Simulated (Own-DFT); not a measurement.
# Computed records: GaP (zincblende, atoms displaced)

All values are calculated (Own-DFT development build). A calculation, not a measurement: plane-wave PBE density functional theory by an unreviewed code, no spin, of a simulated periodic cell, stress positive in tension, free energy of the whole cell less one offset for each atom, forces on such cells passed a denser k mesh, this cell's mesh not checked; offsets are fitted by least squares, one for each functional and potential file, so energies compare only between cells with the same atoms and settings and are not formation energies; the far tail of each file's local potential was reset to the Coulomb form; each entry is a single point on an unrelaxed cell, so the pressure reflects the starting lattice, mostly measured values (interpolated for alloys), from which strain is counted, and rises with the displacements; printed positions are rounded, which can move forces by about a meV/angstrom; the program, named Own-DFT, is a retired in-house code; no spin-orbit coupling.

Common to all runs: functional PBE; potential files PseudoDojo norm-conserving, scalar-relativistic, standard set; wave cutoff 42 hartree; occupations Fermi-Dirac; smearing width 0.1 eV; hardware one NVIDIA H100; k mesh 3 x 3 x 3 centred on Gamma.

(1) 
```xyz
64
Lattice="10.9010 0.0000 0.0000 0.0000 10.9010 0.0000 0.0000 0.0000 10.9010" Properties=species:S:1:pos:R:3:force_x:R:1:force_y:R:1:force_z:R:1 formula=GaP free_energy_of_cell_above_offsets=-35.769 pressure=2.71 stress_xx=-2.72 stress_yy=-2.7 stress_zz=-2.71 stress_yz=-0.16 stress_xz=-0.06 stress_xy=0.14 wall_time=517.6
Ga    10.8872     0.0152     0.0187      0.145      0.122      -0.14
Ga     0.0048     2.7320     2.7453     -0.184      0.095      -0.43
Ga     2.7366     0.0362     2.7274     -0.042     -0.268      0.214
Ga     2.7224     2.7391     0.0277      0.045     -0.037     -0.383
P      1.3688     1.3802     1.3829     -0.138     -0.036     -0.112
P      1.3123     4.1246     4.0594      0.567     -0.381      0.317
P      4.1118     1.3846     4.1025     -0.138     -0.149     -0.025
P      4.0976     4.0853     1.3797      0.038     -0.108     -0.014
Ga     0.0217    10.8849     5.4596     -0.336      0.274     -0.016
Ga    10.8964     2.7009     8.1997     -0.032      0.341     -0.366
Ga     2.7207    10.9006     8.1790      0.154      0.071      0.028
Ga     2.7115     2.7230     5.4394     -0.222      0.151     -0.054
P      1.3587     1.3549     6.8252      0.042      0.082     -0.124
P      1.3390     4.1071     9.5203      0.318     -0.312       0.18
P      4.0988     1.3471     9.5366     -0.123      0.307      0.106
P      4.0704     4.0677     6.8108      0.172       0.35     -0.442
Ga     0.0177     5.4770    10.8736     -0.167     -0.083      0.055
Ga    10.8853     8.1931     2.7403      0.002     -0.093     -0.256
Ga     2.7084     5.4335     2.7031      0.145      0.105      0.125
Ga     2.7069     8.1898    10.8754      0.203     -0.101      0.469
P      1.3480     6.7902     1.3658      0.113      0.573     -0.002
P      1.3376     9.5380     4.1002      0.635     -0.021     -0.146
P      4.1062     6.7674     4.0834     -0.445      0.595     -0.225
P      4.1072     9.5551     1.3894     -0.423      -0.13     -0.288
Ga    10.8753     5.4265     5.4347     -0.094      0.443      0.263
Ga     0.0064     8.1559     8.1880      0.283        0.4       -0.3
Ga     2.7423     5.4200     8.1718     -0.124      0.117      0.038
Ga     2.7560     8.1851     5.4690     -0.153     -0.221      -0.15
P      1.3833     6.7841     6.8245     -0.217      0.137     -0.248
P      1.3760     9.5640     9.5521     -0.417     -0.067     -0.131
P      4.0612     6.8145     9.5237      0.347      0.006      0.103
P      4.1076     9.5509     6.8277     -0.205       0.15     -0.242
Ga     5.4612    10.8847     0.0003     -0.235      0.315      0.211
Ga     5.4856     2.7221     2.7448     -0.283     -0.101     -0.377
Ga     8.1815    10.8961     2.7379     -0.282       0.09      0.083
Ga     8.1989     2.7254    10.8960     -0.229       0.15      0.073
P      6.8159     1.3575     1.3569      0.128      0.045      0.059
P      6.8020     4.0704     4.0756      0.353      0.426     -0.001
P      9.5468     1.3764     4.0675      0.006     -0.286      0.324
P      9.5680     4.1114     1.3286     -0.274      0.013      0.356
Ga     5.4719     0.0220     5.4702     -0.082     -0.314     -0.219
Ga     5.4277     2.7648     8.1587      0.113     -0.471      0.183
Ga     8.1645     0.0148     8.1604       0.09     -0.367      0.286
Ga     8.1534     2.7135     5.4080      0.091     -0.093      0.404
P      6.8052     1.3457     6.8342      0.057      0.533     -0.217
P      6.8094     4.0788     9.5191      0.086      0.257      0.277
P      9.5309     1.3771     9.5240      0.008     -0.349      0.195
P      9.5125     4.0786     6.8027      0.102     -0.127      0.089
Ga     5.4484     5.4548     0.0211     -0.103     -0.058     -0.383
Ga     5.4442     8.1887     2.7217      -0.13     -0.224      0.137
Ga     8.1773     5.4978     2.7335     -0.048     -0.489     -0.281
Ga     8.1773     8.1711    10.8854     -0.108      0.169      0.407
P      6.7800     6.8183     1.3718       0.39      0.116      -0.16
P      6.8074     9.4956     4.0932      0.008      0.564       0.06
P      9.4983     6.8488     4.0926      0.533     -0.347     -0.009
P      9.5266     9.5800     1.3726      0.059     -0.527     -0.148
Ga     5.4621     5.4638     5.4062     -0.002     -0.395      0.601
Ga     5.4465     8.1938     8.1478      0.075      -0.18      0.487
Ga     8.1774     5.4747     8.1708      0.141     -0.184      0.214
Ga     8.1723     8.1617     5.4402     -0.196      0.157      0.453
P      6.8069     6.8005     6.8322     -0.021      0.184     -0.348
P      6.7932     9.5478     9.5820      0.332      -0.21     -0.697
P      9.5589     6.8611     9.5437     -0.303     -0.503     -0.056
P      9.5370     9.5375     6.8009     -0.026     -0.103      0.194
```

Units: free_energy_of_cell_above_offsets in eV; pressure, stress_xx, stress_yy, stress_zz, stress_yz, stress_xz, stress_xy in GPa; wall_time in s; force_x, force_y, force_z in eV/Å.

(2) 
```xyz
64
Lattice="10.9010 0.0000 0.0000 0.0000 10.9010 0.0000 0.0000 0.0000 10.9010" Properties=species:S:1:pos:R:3:force_x:R:1:force_y:R:1:force_z:R:1 formula=GaP free_energy_of_cell_above_offsets=-35.696 pressure=2.72 stress_xx=-2.73 stress_yy=-2.7 stress_zz=-2.73 stress_yz=0.19 stress_xz=0.2 stress_xy=0.08 wall_time=532.4
Ga     0.0072     0.0176    10.8954      0.062     -0.348      0.114
Ga    10.8912     2.7589     2.7102      0.426     -0.355      0.231
Ga     2.7393     0.0030     2.7499      -0.05     -0.229     -0.339
Ga     2.7143     2.7413    10.8913     -0.003     -0.035      0.286
P      1.3760     1.3438     1.3766     -0.044      0.325     -0.028
P      1.3453     4.1209     4.0886      0.356     -0.516      0.079
P      4.0875     1.3233     4.0817      0.145      0.799      -0.02
P      4.0996     4.1046     1.3681     -0.019     -0.441     -0.229
Ga     0.0302    10.8670     5.4679     -0.296      0.145     -0.381
Ga     0.0228     2.7174     8.1263     -0.413      0.058      0.073
Ga     2.7090     0.0101     8.1996      0.273     -0.346     -0.139
Ga     2.7378     2.6886     5.4751     -0.044      0.412     -0.288
P      1.3800     1.3256     6.8152     -0.102      0.222     -0.093
P      1.3570     4.0655     9.5146     -0.118      0.087      0.162
P      4.0521     1.3894     9.5310      0.257     -0.286       0.28
P      4.0944     4.1183     6.8253     -0.284     -0.735      0.316
Ga     0.0025     5.4252    10.8949     -0.043      0.229     -0.016
Ga     0.0001     8.1620     2.7249     -0.114      0.138     -0.031
Ga     2.7586     5.4207     2.7122     -0.517      0.384      0.075
Ga     2.7115     8.1743    10.8761      0.239      0.244      0.377
P      1.3631     6.8252     1.3445      0.101     -0.325      0.096
P      1.3982     9.5267     4.0795     -0.441      0.002     -0.013
P      4.0603     6.7802     4.1077      0.236       0.31     -0.092
P      4.1045     9.5428     1.3931     -0.052     -0.092     -0.394
Ga    10.8644     5.4522     5.4292      0.391      0.092      0.273
Ga     0.0087     8.1674     8.1649      0.078      -0.17      0.001
Ga     2.7030     5.4418     8.1964      0.212       0.32     -0.086
Ga     2.7029     8.1722     5.4512      0.422      0.105      0.151
P      1.3677     6.8171     6.7978     -0.232      -0.28      0.105
P      1.3566     9.5161     9.5158      -0.07      0.296      0.274
P      4.0904     6.8340     9.5514       0.06      -0.28     -0.223
P      4.1083     9.5420     6.8256     -0.181       0.13     -0.296
Ga     5.4704     0.0270    10.8870     -0.208      -0.17        0.1
Ga     5.4702     2.7217     2.6982      -0.08      0.108      0.464
Ga     8.1883    10.8704     2.6993     -0.015      0.682      0.319
Ga     8.1599     2.7547    10.8651      0.397     -0.346      0.354
P      6.8299     1.3716     1.3744      0.088     -0.004     -0.364
P      6.8179     4.1204     4.1053     -0.283     -0.486      0.036
P      9.5492     1.3891     4.0679      0.063     -0.535      0.232
P      9.5546     4.0745     1.3835     -0.397      0.203     -0.561
Ga     5.4667     0.0290     5.4145      -0.02     -0.315      0.511
Ga     5.4447     2.6921     8.1975     -0.087      0.357     -0.264
Ga     8.1741     0.0226     8.1633      0.289     -0.281      0.172
Ga     8.1861     2.7043     5.4599     -0.122      0.226       -0.1
P      6.8165     1.3600     6.8409     -0.101      0.117     -0.429
P      6.8193     4.0743     9.5181     -0.443      0.202      0.246
P      9.5626     1.3489     9.5391     -0.187      0.427     -0.225
P      9.5122     4.1313     6.7960      0.243     -0.553      0.207
Ga     5.4461     5.4543     0.0200      0.123       0.07     -0.328
Ga     5.4596     8.1504     2.7583     -0.077      0.102     -0.044
Ga     8.1764     5.4255     2.7299     -0.063      0.233     -0.201
Ga     8.1695     8.1490     0.0089      0.181      0.458     -0.384
P      6.8238     6.8269     1.3410     -0.091     -0.361      0.477
P      6.8323     9.5826     4.0721     -0.094     -0.549      0.223
P      9.5396     6.7736     4.0812     -0.268       0.69     -0.063
P      9.5054     9.5648     1.3690      0.623     -0.546     -0.349
Ga     5.3969     5.4305     5.4780      0.625      0.387     -0.202
Ga     5.4681     8.1719     8.1573     -0.075      0.016      0.163
Ga     8.1432     5.4343     8.1790      0.389      0.244      0.102
Ga     8.1856     8.2054     5.4618      -0.03     -0.301     -0.162
P      6.8296     6.7978     6.8350     -0.285      0.152     -0.493
P      6.8203     9.5528     9.5076      0.032     -0.138      0.318
P      9.5506     6.8195     9.5175     -0.173     -0.292       0.22
P      9.5607     9.5187     6.8385      -0.19      0.342     -0.205
```

Units: free_energy_of_cell_above_offsets in eV; pressure, stress_xx, stress_yy, stress_zz, stress_yz, stress_xz, stress_xy in GPa; wall_time in s; force_x, force_y, force_z in eV/Å.

(3) 
```xyz
64
Lattice="10.9010 0.0000 0.0000 0.0000 10.9010 0.0000 0.0000 0.0000 10.9010" Properties=species:S:1:pos:R:3:force_x:R:1:force_y:R:1:force_z:R:1 formula=GaP free_energy_of_cell_above_offsets=-35.823 pressure=2.69 stress_xx=-2.69 stress_yy=-2.69 stress_zz=-2.68 stress_yz=0.02 stress_xz=-0.19 stress_xy=0.01 wall_time=514.7
Ga    10.8940     0.0306     0.0101      0.059     -0.456      0.076
Ga     0.0029     2.7408     2.7230      0.251     -0.209      0.188
Ga     2.7535     0.0060     2.6947     -0.332     -0.055      0.543
Ga     2.7468     2.7431    10.8992     -0.146     -0.211      0.011
P      1.3593     1.3608     1.3623      0.182      0.252     -0.013
P      1.3870     4.1053     4.0632     -0.204     -0.109      0.434
P      4.0979     1.3592     4.1149     -0.034     -0.049     -0.163
P      4.0784     4.0895     1.3849        0.1       0.22     -0.226
Ga    10.8875    10.8643     5.4419      0.169      0.289     -0.152
Ga    10.8982     2.7244     8.1569      0.096     -0.161      0.086
Ga     2.7247    10.8848     8.1643     -0.077      0.104      0.315
Ga     2.7293     2.7152     5.4771     -0.147      0.078     -0.348
P      1.3766     1.3358     6.8002     -0.334      0.072      0.027
P      1.3620     4.0937     9.5419     -0.139     -0.104      -0.06
P      4.0922     1.3565     9.5323     -0.025      0.022      0.098
P      4.0373     4.0983     6.8212      0.392      0.122      0.164
Ga    10.8963     5.4501    10.8984      0.046     -0.008      0.083
Ga     0.0152     8.1614     2.7005     -0.204     -0.025      0.073
Ga     2.7242     5.4811     2.7197      0.157     -0.123       0.09
Ga     2.7164     8.1402     0.0050      0.164      0.477      0.136
P      1.3794     6.8077     1.3535     -0.339     -0.098      -0.01
P      1.3443     9.4944     4.0853      0.273       0.58     -0.261
P      4.0978     6.8195     4.0866      0.095      0.157      0.026
P      4.0857     9.5141     1.4035      0.323     -0.024      -0.59
Ga     0.0153     5.4869     5.4605      0.027     -0.268     -0.179
Ga    10.8596     8.1572     8.2005      0.522      0.324     -0.116
Ga     2.6859     5.4850     8.1910      0.195     -0.167     -0.035
Ga     2.7300     8.2109     5.4442      0.203      -0.18      0.092
P      1.3732     6.8436     6.8172     -0.148      0.093      0.067
P      1.3760     9.5292     9.5658      -0.28       0.02     -0.172
P      4.0732     6.8020     9.5748      0.135      0.246     -0.527
P      4.0991     9.5595     6.8332     -0.009      -0.22     -0.307
Ga     5.4730     0.0093     0.0120     -0.347     -0.206      0.008
Ga     5.4304     2.7477     2.7369      0.053     -0.557     -0.248
Ga     8.1573     0.0093     2.7729       0.17      0.103     -0.564
Ga     8.1780     2.7547     0.0043      0.143      -0.18     -0.075
P      6.8284     1.3566     1.3472     -0.114      0.298      0.366
P      6.7978     4.0593     4.0597      0.166       0.35      0.393
P      9.5325     1.3644     4.0685      0.186       0.11      0.411
P      9.5661     4.0895     1.3966     -0.367      0.173     -0.406
Ga     5.4811     0.0067     5.4778     -0.179     -0.231     -0.369
Ga     5.4441     2.7360     8.1751      -0.25      0.024     -0.081
Ga     8.1729    10.8993     8.1800      0.117      0.134     -0.269
Ga     8.1689     2.7289     5.4550     -0.019     -0.112     -0.076
P      6.7859     1.3655     6.8198      0.487       0.16      0.093
P      6.8189     4.0869     9.5059     -0.122      0.244      0.458
P      9.5439     1.3389     9.5367     -0.127      0.474     -0.036
P      9.5351     4.0968     6.8091      0.203     -0.019     -0.123
Ga     5.4304     5.4836     0.0072      0.329     -0.502      0.095
Ga     5.5103     8.1700     2.7204     -0.442     -0.017      0.136
Ga     8.1489     5.4444     2.7139      0.385      0.002       0.34
Ga     8.1864     8.1850    10.8682     -0.165      0.298      0.371
P      6.8369     6.8129     1.3692      -0.06       0.07     -0.445
P      6.8368     9.5408     4.0647     -0.266     -0.066      0.639
P      9.5387     6.8342     4.0984       0.02     -0.386     -0.349
P      9.5288     9.5484     1.3973      0.025      0.006     -0.344
Ga     5.4441     5.4387     5.4477     -0.064     -0.103       0.01
Ga     5.4425     8.1884     8.1775      0.041     -0.305       0.05
Ga     8.2174     5.4435     8.1959     -0.402       0.05      -0.27
Ga     8.1855     8.1641     5.4392     -0.119      0.191      0.243
P      6.8147     6.7933     6.8124      0.049      0.119      0.106
P      6.8130     9.5644     9.5092     -0.076     -0.328       0.33
P      9.5221     6.8208     9.5430       0.19     -0.242      0.167
P      9.5557     9.5414     6.8163     -0.415     -0.143      0.086
```

Units: free_energy_of_cell_above_offsets in eV; pressure, stress_xx, stress_yy, stress_zz, stress_yz, stress_xz, stress_xy in GPa; wall_time in s; force_x, force_y, force_z in eV/Å.
